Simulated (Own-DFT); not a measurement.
Simulation results for SiC (4H silicon carbide, strained, atoms displaced), SiC (2H silicon carbide, atoms displaced)

Computed with Own-DFT development build. A calculation, not a measurement: plane-wave PBE density functional theory by an unreviewed code, no spin, of a simulated periodic cell, stress positive in tension, free energy of the whole cell less one offset for each atom, forces on such cells passed a denser k mesh, this cell's mesh not checked; offsets are fitted by least squares, one for each functional and potential file, so energies compare only between cells with the same atoms and settings and are not formation energies; the far tail of each file's local potential was reset to the Coulomb form; each entry is a single point on an unrelaxed cell, so the pressure reflects the starting lattice, mostly measured values (interpolated for alloys), from which strain is counted, and rises with the displacements; printed positions are rounded, which can move forces by about a meV/angstrom; the program, named Own-DFT, is a retired in-house code; no spin-orbit coupling.

Settings shared by all entries: functional PBE; potential files PseudoDojo norm-conserving, scalar-relativistic, standard set; wave cutoff 42 hartree; occupations Fermi-Dirac; smearing width 0.1 eV; hardware one NVIDIA H100; k mesh 4 x 4 x 3 centred on Gamma.

(1) SiC (4H silicon carbide, strained, atoms displaced)

```
SiC
1.0
      9.4286     0.0994     0.0041
     -4.6282     7.9578    -0.0084
      0.0045    -0.0080    10.1292
Si C Si C Si C Si C Si C Si C Si C Si C Si C Si C Si C Si C Si C Si C Si C Si C Si C Si C
2 2 2 2 2 2 2 2 2 2 2 2 2 2 2 2 2 2 2 2 2 2 2 2 2 2 2 2 2 2 2 2 2 2 2 2
Direct
  0.99660 0.00768 0.41211
  0.10206 0.22049 0.16563
  0.00194 0.00612 0.10125
  0.10908 0.23012 0.33918
  0.00023 0.32768 0.40378
  0.10847 0.55196 0.15710
  0.99632 0.33116 0.09240
  0.12019 0.55373 0.34832
  0.98858 0.65704 0.40499
  0.12595 0.89697 0.15310
  0.99676 0.65953 0.08718
  0.11237 0.87881 0.34677
  0.33563 0.99039 0.40970
  0.44808 0.22421 0.15938
  0.32947 0.00209 0.09374
  0.44297 0.22182 0.34400
  0.33380 0.33551 0.41106
  0.45401 0.57133 0.16006
  0.33617 0.32900 0.09287
  0.45181 0.55464 0.34038
  0.33373 0.66591 0.40186
  0.44242 0.88516 0.16192
  0.33319 0.66977 0.09146
  0.44702 0.88789 0.34446
  0.66329 0.99491 0.40782
  0.78572 0.22204 0.15585
  0.66718 0.00003 0.09104
  0.78080 0.22831 0.34519
  0.67295 0.33187 0.40935
  0.77576 0.55845 0.15586
  0.66134 0.32289 0.09117
  0.78224 0.56187 0.34824
  0.65833 0.66157 0.40980
  0.76946 0.88369 0.15186
  0.66849 0.66916 0.09499
  0.77042 0.88348 0.33796
  0.01294 0.00044 0.90792
  0.88712 0.77438 0.65902
  0.99470 0.00266 0.59365
  0.88770 0.78107 0.85314
  0.00546 0.66543 0.90497
  0.90141 0.45798 0.65643
  0.99734 0.66490 0.58931
  0.89302 0.44869 0.84833
  0.00698 0.33702 0.89903
  0.90587 0.11333 0.66197
  0.99281 0.32928 0.58773
  0.88847 0.11585 0.83764
  0.66860 0.99706 0.89173
  0.54913 0.77606 0.65400
  0.66400 0.99707 0.59705
  0.56125 0.78497 0.84437
  0.65722 0.66391 0.90148
  0.56272 0.43717 0.65476
  0.66626 0.66727 0.58202
  0.56303 0.45855 0.85383
  0.67166 0.33645 0.89964
  0.55791 0.10616 0.65348
  0.66206 0.32606 0.60030
  0.55964 0.11670 0.84977
  0.34872 0.02003 0.90430
  0.22153 0.78284 0.65890
  0.34253 0.00173 0.59075
  0.21551 0.77476 0.83793
  0.33024 0.66372 0.91315
  0.22091 0.43871 0.66407
  0.32262 0.66969 0.59229
  0.22979 0.45733 0.85130
  0.33905 0.32630 0.90059
  0.21358 0.10581 0.65741
  0.32534 0.33396 0.59313
  0.23092 0.11787 0.84340
```

The calculation gives: free energy of cell above offsets -5.575 eV; pressure 0.04 GPa; stress xx 5.6 GPa; stress yy -3.85 GPa; stress zz -1.87 GPa; stress yz -1.45 GPa; stress xz 0.83 GPa; stress xy 4.37 GPa; wall time 345.7 s.

Force:
```
element  x (eV/Å)  y (eV/Å)  z (eV/Å)
     Si     0.958    -1.666    -2.665
     Si     1.769     0.908    -3.485
      C     0.335    -1.418    -1.285
      C     1.799    -1.321     2.907
     Si    -1.269     1.557     0.568
     Si    -0.031     0.268     0.018
      C     0.954     0.347    -0.377
      C    -1.993    -0.342    -1.149
     Si     2.319     1.531      -0.2
     Si    -2.908    -1.953     1.256
      C     0.191     1.285     1.566
      C    -0.621      1.54    -0.021
     Si    -1.652      1.16    -1.202
     Si    -0.385    -0.031    -0.497
      C     2.386     0.503     -0.59
      C     0.729    -0.286     1.326
     Si     0.043    -0.513    -1.767
     Si     0.155    -2.847    -1.755
      C    -1.157     1.093     0.193
      C    -1.685     0.018     1.374
     Si     0.466    -0.237     1.331
     Si    -0.004     1.623    -1.918
      C    -0.088    -0.417      1.66
      C      0.21    -0.191     0.136
     Si     0.567      0.81    -0.213
     Si    -1.965    -0.296    -0.376
      C    -0.303     -0.42    -0.437
      C     0.935    -1.388    -0.154
     Si    -1.896      0.53    -0.311
     Si     1.009    -1.137    -0.151
      C     0.594     1.596     0.291
      C    -1.198    -1.722    -0.884
     Si     1.537     1.139    -2.715
     Si     1.218     1.657     0.352
      C    -0.552    -0.541    -1.067
      C     0.468      0.71      1.57
     Si    -2.167     0.697     1.349
     Si    -0.704     0.127    -0.341
      C     2.537    -1.467     0.361
      C      0.52    -0.914    -1.715
     Si    -1.315     0.716     0.484
     Si    -0.653    -2.936     0.581
      C    -0.046     1.645     0.796
      C     0.205    -0.592    -1.678
     Si    -0.722    -0.243     1.773
     Si    -4.412     0.811     -1.41
      C     1.306     0.433     1.669
      C     1.796    -0.301     1.673
     Si    -0.235     2.123     3.027
     Si    -0.017    -0.565    -0.151
      C      1.41     0.113    -0.613
      C    -1.269    -2.491    -1.048
     Si     1.415     3.475     2.342
     Si    -2.771     1.688     0.518
      C    -0.018    -0.571      4.26
      C     0.397    -4.344    -3.227
     Si     0.088     0.728     2.134
     Si    -0.557     0.337     1.216
      C      1.93     0.824    -1.152
      C     0.443    -0.524    -2.272
     Si    -0.262    -3.216     1.032
     Si     0.058    -0.591    -1.439
      C    -1.722    -0.107     1.376
      C       1.2     1.422     1.889
     Si     0.031      2.84    -1.485
     Si      -1.6     1.993    -1.417
      C     2.063    -0.994     0.162
      C     0.709    -3.392    -1.398
     Si     -1.27     3.345     2.765
     Si     1.615     0.737    -1.281
      C     1.757    -0.666     1.073
      C    -0.679    -1.686     -1.18
```

(2) SiC (4H silicon carbide, strained, atoms displaced)

```
SiC
1.0
      9.1714     0.0607     0.1113
     -4.5332     7.8544    -0.1357
      0.1212    -0.1007    10.0929
Si C Si C Si C Si C Si C Si C Si C Si C Si C Si C Si C Si C Si C Si C Si C Si C Si C Si C
2 2 2 2 2 2 2 2 2 2 2 2 2 2 2 2 2 2 2 2 2 2 2 2 2 2 2 2 2 2 2 2 2 2 2 2
Direct
  0.97976 0.99760 0.40770
  0.10417 0.20799 0.15423
  0.99445 0.99997 0.09237
  0.11232 0.22143 0.34141
  0.00187 0.33742 0.40154
  0.11403 0.55572 0.15192
  0.00627 0.34025 0.09600
  0.10169 0.54014 0.33974
  0.98765 0.65670 0.40143
  0.11499 0.88481 0.16044
  0.00270 0.67859 0.09606
  0.11729 0.89990 0.33758
  0.33749 0.00530 0.41160
  0.44140 0.23106 0.15338
  0.33451 0.00518 0.10086
  0.44009 0.21899 0.34288
  0.33240 0.33226 0.40524
  0.43949 0.55798 0.15688
  0.33597 0.33432 0.09485
  0.44224 0.55224 0.34553
  0.33973 0.66951 0.40507
  0.44820 0.88786 0.15387
  0.33471 0.66986 0.09698
  0.45090 0.89185 0.35231
  0.66472 0.98937 0.40650
  0.77654 0.22469 0.16332
  0.66397 0.00214 0.10615
  0.77654 0.21290 0.33774
  0.66591 0.32588 0.41112
  0.78384 0.55822 0.15318
  0.66637 0.32804 0.08440
  0.78620 0.55421 0.35126
  0.67584 0.67049 0.40545
  0.78046 0.88838 0.15849
  0.67489 0.67983 0.08647
  0.77489 0.89549 0.34520
  0.00496 0.99405 0.90526
  0.89101 0.79538 0.65723
  0.00413 0.99368 0.60193
  0.88388 0.77264 0.85161
  0.00023 0.66147 0.90740
  0.88743 0.44603 0.65578
  0.01225 0.66720 0.59871
  0.89024 0.44456 0.85815
  0.99823 0.33706 0.90361
  0.89238 0.11542 0.65800
  0.99576 0.32818 0.59777
  0.89415 0.10903 0.84125
  0.66938 0.99805 0.90008
  0.55543 0.78282 0.65854
  0.68616 0.01510 0.58565
  0.55667 0.77646 0.84211
  0.65437 0.66619 0.90436
  0.57231 0.44991 0.65650
  0.67725 0.66659 0.58863
  0.54604 0.43716 0.85192
  0.66752 0.33567 0.91193
  0.55880 0.11301 0.64599
  0.67343 0.33803 0.59496
  0.54391 0.10246 0.84277
  0.33486 0.99876 0.90929
  0.22313 0.77769 0.65501
  0.33177 0.00155 0.59516
  0.23234 0.78362 0.84194
  0.32025 0.66201 0.90527
  0.22270 0.44706 0.65539
  0.33569 0.66379 0.59758
  0.20914 0.44305 0.84681
  0.32636 0.33373 0.91219
  0.23472 0.10811 0.65233
  0.32273 0.32018 0.58310
  0.21760 0.10596 0.84875
```

It finds free energy of cell above offsets -3.715 eV; pressure 11.21 GPa; stress xx -11.34 GPa; stress yy -16.88 GPa; stress zz -5.43 GPa; stress yz -3.47 GPa; stress xz 3.57 GPa; stress xy 2.02 GPa; wall time 353.4 s.

Force:
```
element  x (eV/Å)  y (eV/Å)  z (eV/Å)
     Si     4.753     1.509      0.71
     Si    -0.301     3.282     0.868
      C     1.544    -1.592    -0.354
      C    -0.639     -0.52     0.436
     Si     0.116    -2.942     1.303
     Si     -0.99     0.634     1.377
      C    -0.418    -2.228    -1.202
      C     0.561     4.326    -0.197
     Si     4.739     3.446      1.92
     Si     -1.14     2.887     -0.59
      C     1.513    -2.896    -1.066
      C    -0.806    -1.903      2.84
     Si    -0.962     -1.14     -1.55
     Si     2.496    -1.362     1.057
      C     0.683    -0.867    -1.405
      C     1.451     1.322     0.131
     Si    -0.514    -0.524    -0.693
     Si     1.804     0.144     0.214
      C    -2.059     0.487    -0.217
      C     1.442     0.857    -0.562
     Si    -1.708    -0.911     0.755
     Si    -1.456     1.424     1.714
      C    -0.365    -0.486     -1.39
      C    -1.212    -0.871    -1.201
     Si    -2.006     2.962    -0.018
     Si     0.638     0.199    -2.549
      C     1.682    -0.195    -2.665
      C    -0.458      0.87     2.995
     Si    -0.318     0.354    -1.663
     Si    -1.106    -0.383     0.091
      C    -0.618      1.09     3.894
      C    -3.664    -1.909    -2.683
     Si    -1.248    -0.915    -0.183
     Si    -1.192     1.414    -0.503
      C    -0.806    -2.904     1.844
      C     1.976    -3.391    -1.363
     Si    -2.066     0.135     0.728
     Si     2.041    -5.293     2.042
      C    -0.832     4.213    -2.774
      C     0.047     -0.45    -1.718
     Si    -0.592      2.46     0.191
     Si     1.587     0.512     1.362
      C    -2.917    -0.072    -1.375
      C    -1.468    -0.638    -3.026
     Si     0.116    -2.414     2.013
     Si     1.558    -0.506      0.38
      C     0.435     1.782    -1.334
      C    -0.863     0.121     0.716
     Si    -0.668     1.001     1.758
     Si     1.312     -0.27    -1.079
      C    -1.931    -2.414     1.359
      C    -1.933    -0.225    -0.154
     Si     2.702     -0.37     0.424
     Si     -3.52    -0.445     0.736
      C    -1.616     0.905     1.008
      C     0.567     1.025    -1.657
     Si    -0.427    -1.239    -2.373
     Si     0.004     -0.32     2.345
      C     0.282    -1.179    -0.437
      C     2.499     1.815    -0.997
     Si    -1.117     0.516     0.901
     Si     0.817     0.217     0.613
      C     3.717    -1.544    -1.317
      C    -2.072    -1.213     0.164
     Si     2.167     1.066     0.559
     Si      0.13     -1.77      0.23
      C     0.034     1.136    -1.178
      C     2.585      0.26    -1.011
     Si    -0.058    -0.783     -1.05
     Si    -4.586     1.491     2.365
      C     1.174     2.192     2.617
      C     1.482     1.031     -1.13
```

(3) SiC (2H silicon carbide, atoms displaced)

```
SiC
1.0
      9.2481     0.0000     0.0000
     -4.6241     8.0091     0.0000
      0.0000     0.0000    10.0681
Si C Si C Si C Si C Si C Si C Si C Si C Si C Si C Si C Si C Si C Si C Si C Si C Si C Si C
2 2 2 2 2 2 2 2 2 2 2 2 2 2 2 2 2 2 2 2 2 2 2 2 2 2 2 2 2 2 2 2 2 2 2 2
Direct
  0.99695 0.00668 0.99648
  0.10589 0.21781 0.25384
  0.00934 0.00785 0.18051
  0.11878 0.22184 0.44024
  0.99962 0.99454 0.49753
  0.10663 0.21645 0.75129
  0.99479 0.00464 0.68253
  0.10500 0.21719 0.93354
  0.99131 0.33954 0.99180
  0.11445 0.55220 0.24513
  0.99641 0.33382 0.19181
  0.11311 0.55610 0.44461
  0.00400 0.33825 0.49283
  0.12424 0.55856 0.75145
  0.99293 0.32431 0.68417
  0.11197 0.55317 0.94122
  0.00882 0.66999 0.99353
  0.10980 0.88959 0.24877
  0.00272 0.67105 0.18531
  0.08892 0.87991 0.43816
  0.01440 0.66789 0.50145
  0.11224 0.88944 0.73913
  0.01020 0.67367 0.69541
  0.09660 0.88160 0.93743
  0.33772 0.99183 0.00032
  0.44218 0.21517 0.24694
  0.33972 0.01331 0.19141
  0.45118 0.22055 0.43913
  0.32963 0.00930 0.50182
  0.44516 0.22278 0.74550
  0.33369 0.99993 0.67839
  0.45048 0.21116 0.94016
  0.32615 0.32461 0.99577
  0.46152 0.56106 0.24401
  0.33754 0.33027 0.18950
  0.43027 0.54270 0.44067
  0.32543 0.32928 0.50873
  0.45274 0.57109 0.75151
  0.33618 0.32979 0.69852
  0.44033 0.55637 0.93348
  0.34500 0.66086 0.00337
  0.44795 0.89301 0.25105
  0.34375 0.67551 0.19049
  0.45077 0.89869 0.44074
  0.33210 0.65961 0.50430
  0.44917 0.90443 0.74127
  0.34066 0.67829 0.68198
  0.44516 0.87850 0.93763
  0.66026 0.00900 0.00113
  0.76552 0.21085 0.24843
  0.66830 0.99901 0.19143
  0.79237 0.22799 0.44662
  0.67824 0.99605 0.49523
  0.76683 0.22459 0.73889
  0.66466 0.00177 0.68069
  0.77568 0.22981 0.94197
  0.67122 0.32964 0.00804
  0.77147 0.54808 0.24710
  0.65287 0.33342 0.18169
  0.78791 0.55800 0.43742
  0.67461 0.34030 0.49379
  0.77065 0.55432 0.74870
  0.67180 0.34800 0.68859
  0.76808 0.54301 0.92706
  0.66654 0.65724 0.98941
  0.77512 0.88854 0.26227
  0.66808 0.66263 0.18564
  0.78753 0.89472 0.43749
  0.66910 0.66285 0.49913
  0.79141 0.88793 0.74926
  0.66957 0.67026 0.69248
  0.77193 0.89067 0.94183
```

Results for SiC (2H silicon carbide, atoms displaced): free energy of cell above offsets -4.657 eV; pressure 5.63 GPa; stress xx -4.07 GPa; stress yy -6.96 GPa; stress zz -5.85 GPa; stress yz -0.74 GPa; stress xz 0.73 GPa; stress xy 0.39 GPa; wall time 355.3 s.

Force:
```
element  x (eV/Å)  y (eV/Å)  z (eV/Å)
     Si     0.292    -1.949     0.561
     Si     1.213     1.412    -0.975
      C    -1.397    -1.275     1.825
      C    -1.796    -0.984    -0.337
     Si    -1.044     2.303     0.897
     Si     -0.32     1.296    -0.681
      C     2.685    -0.723    -0.207
      C     -0.56     1.463     0.491
     Si     2.439    -1.566     1.911
     Si    -0.577     1.325     0.945
      C    -0.125    -0.879    -1.111
      C     1.104     0.264    -2.128
     Si     1.662    -0.662      1.97
     Si    -1.514    -0.838    -0.302
      C     0.624      1.75      0.56
      C     1.228     1.344    -0.894
     Si    -1.947    -1.054     0.782
     Si     0.002     0.403    -0.368
      C      0.27    -1.237    -0.123
      C     4.104     0.715    -0.806
     Si    -2.396    -0.248      0.99
     Si    -0.559     0.959     2.332
      C      -0.6     -1.99    -1.715
      C     1.718     2.175    -1.194
     Si    -1.957     0.071    -0.017
     Si    -1.277      2.92     1.746
      C     0.457    -4.799    -1.205
      C    -1.255     1.257    -0.493
     Si     1.413    -1.703    -2.259
     Si     1.153    -0.179     1.596
      C    -1.123     1.167     2.017
      C    -1.387     0.649    -1.088
     Si     1.202     0.098      0.65
     Si    -3.211    -2.303     1.561
      C    -1.566     0.765    -0.771
      C     2.299     1.831    -0.589
     Si     2.449     0.134    -0.464
     Si    -0.659    -1.764    -0.737
      C    -1.871     1.442    -1.299
      C     2.249     -1.74     0.446
     Si    -2.962     1.053     0.446
     Si     -0.79     0.177     1.022
      C     0.151    -1.443    -0.391
      C    -0.083    -1.471    -0.545
     Si    -0.046     2.072    -1.915
     Si     1.203    -2.199     1.002
      C      0.32    -0.704     2.065
      C    -1.086     1.154    -0.766
     Si      2.18    -1.348    -0.257
     Si     0.806     2.961     1.232
      C    -0.409    -0.639    -0.618
      C    -2.524    -1.588    -2.575
     Si    -3.164     1.718     1.173
     Si     1.901     0.045     1.214
      C     1.226     -0.01     0.985
      C     0.713    -1.698    -1.825
     Si     -2.61     0.946    -2.866
     Si     1.355      1.46     0.279
      C     2.654    -0.459     2.564
      C     -0.66     0.112    -0.363
     Si     0.092    -1.176     1.369
     Si     2.107     1.448    -0.115
      C    -0.621    -2.506    -1.981
      C     1.104      0.94     2.588
     Si    -0.614     1.481     1.346
     Si     1.606    -0.061    -4.372
      C     1.107     1.683    -0.329
      C    -0.583    -2.219     0.925
     Si    -0.743    -0.247     0.247
     Si    -3.755     0.642     1.369
      C     0.188     0.164    -1.542
      C     0.517    -0.138     -0.88
```

(4) SiC (4H silicon carbide, strained, atoms displaced)

```
SiC
1.0
      9.3106     0.1624     0.0293
     -4.5147     7.8075    -0.0842
      0.0319    -0.0874     9.9258
Si C Si C Si C Si C Si C Si C Si C Si C Si C Si C Si C Si C Si C Si C Si C Si C Si C Si C
2 2 2 2 2 2 2 2 2 2 2 2 2 2 2 2 2 2 2 2 2 2 2 2 2 2 2 2 2 2 2 2 2 2 2 2
Direct
  0.00247 0.99864 0.40807
  0.11328 0.22995 0.16091
  0.99846 0.99565 0.09842
  0.11911 0.22839 0.33539
  0.99664 0.33060 0.40650
  0.11656 0.56000 0.16505
  0.00493 0.33966 0.10877
  0.11387 0.54724 0.34557
  0.00086 0.67741 0.40292
  0.10361 0.88704 0.16313
  0.98603 0.65784 0.09723
  0.11247 0.88196 0.34319
  0.33894 0.00965 0.40705
  0.43948 0.21716 0.15478
  0.33407 0.99627 0.07788
  0.44332 0.22054 0.33118
  0.32787 0.33360 0.41091
  0.44975 0.55119 0.16066
  0.33023 0.33352 0.08444
  0.44813 0.55661 0.35118
  0.32524 0.66813 0.40433
  0.44136 0.88296 0.16020
  0.33524 0.66890 0.09822
  0.43733 0.88841 0.35246
  0.66956 0.00670 0.40226
  0.77252 0.22022 0.15899
  0.66033 0.00146 0.09091
  0.77296 0.21648 0.34019
  0.66952 0.33932 0.40444
  0.77984 0.56253 0.15329
  0.65890 0.32256 0.09697
  0.78786 0.56732 0.34307
  0.66212 0.66814 0.40854
  0.77687 0.88934 0.14709
  0.65620 0.65353 0.08789
  0.77192 0.88860 0.34471
  0.00530 0.00650 0.90843
  0.89546 0.78473 0.66331
  0.99000 0.99096 0.59037
  0.89181 0.77500 0.84586
  0.99456 0.67125 0.90167
  0.88665 0.44035 0.65269
  0.99746 0.65808 0.58896
  0.89059 0.45165 0.84743
  0.99554 0.33476 0.90294
  0.88793 0.10586 0.64901
  0.00275 0.34426 0.59016
  0.88169 0.10952 0.84737
  0.66830 0.99277 0.90414
  0.54710 0.77688 0.65624
  0.66491 0.99683 0.59434
  0.55452 0.77519 0.84688
  0.66278 0.66937 0.90316
  0.54586 0.43888 0.65788
  0.66090 0.67206 0.59627
  0.55580 0.45029 0.84103
  0.65238 0.31909 0.90625
  0.56207 0.12116 0.65457
  0.67204 0.34694 0.58554
  0.55051 0.11252 0.83766
  0.33200 0.99996 0.90539
  0.21876 0.77489 0.65157
  0.33906 0.99540 0.59135
  0.21327 0.76184 0.85052
  0.32516 0.65591 0.90533
  0.22453 0.44213 0.67084
  0.34054 0.67294 0.59484
  0.21830 0.44545 0.84788
  0.33490 0.34170 0.90510
  0.21926 0.10333 0.66780
  0.33466 0.33845 0.59793
  0.21366 0.11540 0.84153
```

It finds free energy of cell above offsets -4.523 eV; pressure 10.81 GPa; stress xx -2.75 GPa; stress yy -12.79 GPa; stress zz -16.89 GPa; stress yz -2.54 GPa; stress xz 0.69 GPa; stress xy 7.36 GPa; wall time 344.1 s.

Force:
```
element  x (eV/Å)  y (eV/Å)  z (eV/Å)
     Si    -0.912     0.034    -1.903
     Si     0.713    -1.005    -2.984
      C     -0.77     1.445     -0.81
      C    -0.446    -1.369      4.38
     Si     0.308    -0.096    -0.992
     Si    -0.845     0.198    -1.736
      C    -1.427    -1.131    -2.897
      C    -1.772     1.626     0.912
     Si     1.324    -3.452     0.993
     Si     1.629    -0.673    -2.652
      C     2.256     1.874    -0.871
      C     0.064     3.466     0.857
     Si     -0.74    -1.032    -0.394
     Si    -0.005     0.059    -2.768
      C     -0.92    -0.237      5.24
      C    -0.304     1.078     4.004
     Si     1.099     0.315    -0.934
     Si    -1.683     0.181    -0.246
      C     0.328    -0.483     2.429
      C    -0.867    -0.299    -1.007
     Si     1.872     -0.65     1.279
     Si    -0.416     1.709    -0.611
      C     0.298    -1.744    -0.477
      C     1.388     0.706     -1.82
     Si    -0.874    -2.207      1.34
     Si      1.09     0.633    -1.295
      C     1.027    -0.832     0.357
      C     0.242     1.985     1.541
     Si     -0.32     0.178    -1.851
     Si     -0.56    -2.372     0.661
      C    -0.521     1.586    -0.639
      C     -1.33    -1.142    -0.117
     Si     0.993     0.384     0.456
     Si    -0.553    -0.571     1.568
      C     0.528     2.136     0.499
      C     1.414      0.46    -1.061
     Si    -1.091    -1.009     0.546
     Si    -1.102    -3.016    -1.808
      C     2.209     1.803     0.786
      C    -2.817     2.139     0.017
     Si      2.53    -1.307     2.575
     Si     -1.02     1.203     1.203
      C    -0.488     2.116     0.704
      C    -1.115    -2.331    -1.233
     Si    -0.123      0.22     2.228
     Si    -1.696      1.18     1.217
      C     1.969    -2.573     1.131
      C     1.396     0.036    -1.083
     Si    -2.175     1.354     0.284
     Si     1.226     0.694     0.299
      C    -0.013     1.466    -0.407
      C    -1.667    -0.453    -0.864
     Si     1.608    -0.557     0.075
     Si     1.096     2.365    -0.998
      C     1.673    -0.892     0.416
      C    -0.136    -1.804     0.789
     Si     0.951     3.368      0.88
     Si     0.001    -0.912    -1.085
      C    -0.284    -1.764     1.664
      C     0.503    -2.038     0.461
     Si    -0.182        -1    -2.834
     Si     0.412    -0.773     1.148
      C    -1.639     1.533     1.134
      C    -0.825     2.467    -1.876
     Si     0.645     2.992     1.886
     Si     -1.36     1.426    -3.967
      C    -1.582    -1.973     0.083
      C    -0.109    -2.086     0.616
     Si     0.638    -0.652    -0.593
     Si         0     0.696    -4.382
      C      -0.3    -2.451     0.022
      C     1.562    -0.226     2.513
```
